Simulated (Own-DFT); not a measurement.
# How strain changes the stress of wurtzite AlGaN with randomly placed atoms, 72 atoms (Al9Ga27N36)

All numbers below are calculated, not measured. They come from Own-DFT, an in-house plane-wave density functional program, since retired, whose code no person has reviewed. Each row is one single-point run on a periodic cell that was not relaxed, without spin or spin-orbit coupling.

Settings of every run: PBEsol; PseudoDojo norm-conserving scalar-relativistic files, made for PBE; cutoff 42 hartree; 4 x 4 x 3 k mesh centred on Gamma; Fermi-Dirac smearing of 0.1 eV.

Known limits: forces on such cells passed a denser k mesh, each cell not checked; stress not checked against mesh or cutoff.

Unstrained cell vectors in Å: (9.509, 0.000, 0.000); (-4.755, 8.235, 0.000); (0.000, 0.000, 10.268). The unstrained cell has measured lattice constants (interpolated for alloys), not those of this functional. That, the random moves and any unrelaxed bonds set the pressure at no strain. Each run strains this cell uniformly, with the atoms carried along. Every atom was also moved at random, by a Gaussian of width 0.05 Å on each axis. The random placing of the alloy's atoms differs from row to row. Strain is the symmetric tensor, in per cent. Stress is positive in tension, and the pressure is minus a third of its trace.

| run | e_xx (%) | e_yy (%) | e_zz (%) | s_xx (GPa) | s_yy (GPa) | s_zz (GPa) | P (GPa) | E (meV/atom) |
|---|---|---|---|---|---|---|---|---|
| 1 | 1.75 | 1.75 | 0.00 | 6.24 | 6.76 | -2.45 | -3.52 | 18.7 |
| 2 | -1.75 | -1.75 | 0.00 | -13.82 | -9.98 | -6.53 | 10.11 | 30.4 |
| 3 | 2.00 | 2.00 | 0.00 | 5.44 | 7.16 | 0.55 | -4.38 | 19.8 |
| 4 | -1.25 | -1.25 | 0.00 | -9.89 | -8.07 | -5.59 | 7.85 | 20.4 |
| 5 | -0.75 | -0.75 | 0.00 | -5.39 | -6.10 | -3.93 | 5.14 | 0.0 |
| 6 | 2.50 | 2.50 | 0.00 | 8.89 | 8.98 | 0.71 | -6.19 | 23.1 |
| 7 | 3.00 | 3.00 | 0.00 | 11.48 | 11.18 | 0.47 | -7.71 | 27.7 |
| 8 | -0.25 | -0.25 | 0.00 | -3.06 | -4.74 | -2.87 | 3.56 | 11.0 |
| 9 | 0.25 | 0.25 | 0.00 | ? | ? | ? | ? | ? |

E is the free energy for each atom above the lowest run shown.

## Worked fit

The change of volume is close to e_xx + e_yy + e_zz. A straight line through the runs shown gives P = 3.08 - 183 x (fractional change of volume) GPa, with an error of 5 on the slope and a scatter of 0.47 GPa. The strain isn't the same on all axes and the cell isn't cubic, so the slope belongs to this path and is not the bulk modulus.

## Withheld run

Question: what pressure should run 9 give? Its volume changes by 0.50 %.

The line gives 2.2 GPa. The calculation gave 1.97 GPa.
